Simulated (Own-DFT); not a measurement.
# How HSE06 shifts the pressure of monoclinic HfO2, 94 atoms (Hf32O62), with two O vacancies

Calculated, not measured. Each geometry was run twice at fixed positions with Own-DFT, a retired in-house plane-wave program that no person has reviewed: with PBE, and with HSE06 (exact exchange share 0.25 at short range, screening 0.11 per bohr, Gygi-Baldereschi treatment of its divergence). Both used PseudoDojo norm-conserving files made for PBE, a cutoff of 48 hartree, the Gamma point alone, fixed occupations, a neutral cell and no spin. With Gamma alone and a thickness of 10.1 Å, finite-size errors remain in every number. The hafnium file keeps the 4f electrons in the core, and its forces lie about 75 meV/Å off all-electron values. The oxygen file's force components were 24 meV/Å off all-electron values in a glass.

Unstrained cell vectors in Å: (10.234, 0.000, 0.000); (0.000, 10.350, 0.000); (-1.695, 0.000, 10.445), volume V0 = 1106.4 Å³, from measured lattice constants. Each geometry has its own random strain of a few per cent, its own defect sites and random moves of rms u per axis. HSE06 gave the energy alone. D is its energy less that of PBE, over the lowest D shown. The PBE stress wasn't checked against mesh or cutoff.

| run | V - V0 (Å³) | u (Å) | P with PBE (GPa) | D (eV) |
|---|---|---|---|---|
| 1 | -7.2 | 0.0292 | 5.51 | 0.796 |
| 2 | -20.4 | 0.0284 | 9.24 | 0.378 |
| 3 | 9.2 | 0.0283 | 1.08 | 1.101 |
| 4 | 2.6 | 0.0470 | 4.91 | 1.091 |
| 5 | 11.3 | 0.0475 | 1.35 | 1.385 |
| 6 | 5.2 | 0.0501 | 4.15 | 1.202 |
| 7 | -28.0 | 0.0294 | 10.04 | 0.238 |
| 8 | -13.3 | 0.0317 | 7.19 | 0.633 |
| 9 | -21.4 | 0.0311 | 9.33 | 0.333 |
| 10 | -24.4 | 0.0468 | 10.19 | 0.516 |
| 11 | -42.4 | 0.0468 | 17.20 | 0.000 |
| 12 | -24.0 | 0.0515 | 10.28 | 0.475 |
| 13 | -19.0 | 0.0501 | 8.77 | 0.605 |
| 14 | -2.5 | 0.0296 | 5.24 | ? |

## What the rows give

D = 0.83 + 0.0248 (V - V0) + 105 u² eV, with an error of 0.0008 on the volume slope, 16 on the last term and a scatter of 0.04 eV. Pressure is -dE/dV, and 1 eV/Å³ is 160.2 GPa, so HSE06 changes the pressure by -4.0 ± 0.1 GPa. With the ions held to the strained lattice, the PBE pressure falls by 286 ± 17 GPa per unit of volume strain; the shape of the strain isn't fitted, so the true error is larger, and a relaxed crystal would be softer. On that slope HSE06's volume at a given pressure is about 1.4 % smaller, or 0.5 % in lengths. At u = 0 and V0 the PBE pressure is 3.0 GPa, which puts the zero-pressure volume, against the measured cell and with the defects in, at +1.0 % for PBE and -0.3 % for HSE06, each good to a few tenths of a per cent.

## The run left out

The question: what D should run 14 give?

The fit gives 0.86 eV, with rows scattering by 0.04. DFT gave 0.679 eV. The miss is larger than the scatter suggests: chance, or a term that the fit lacks.
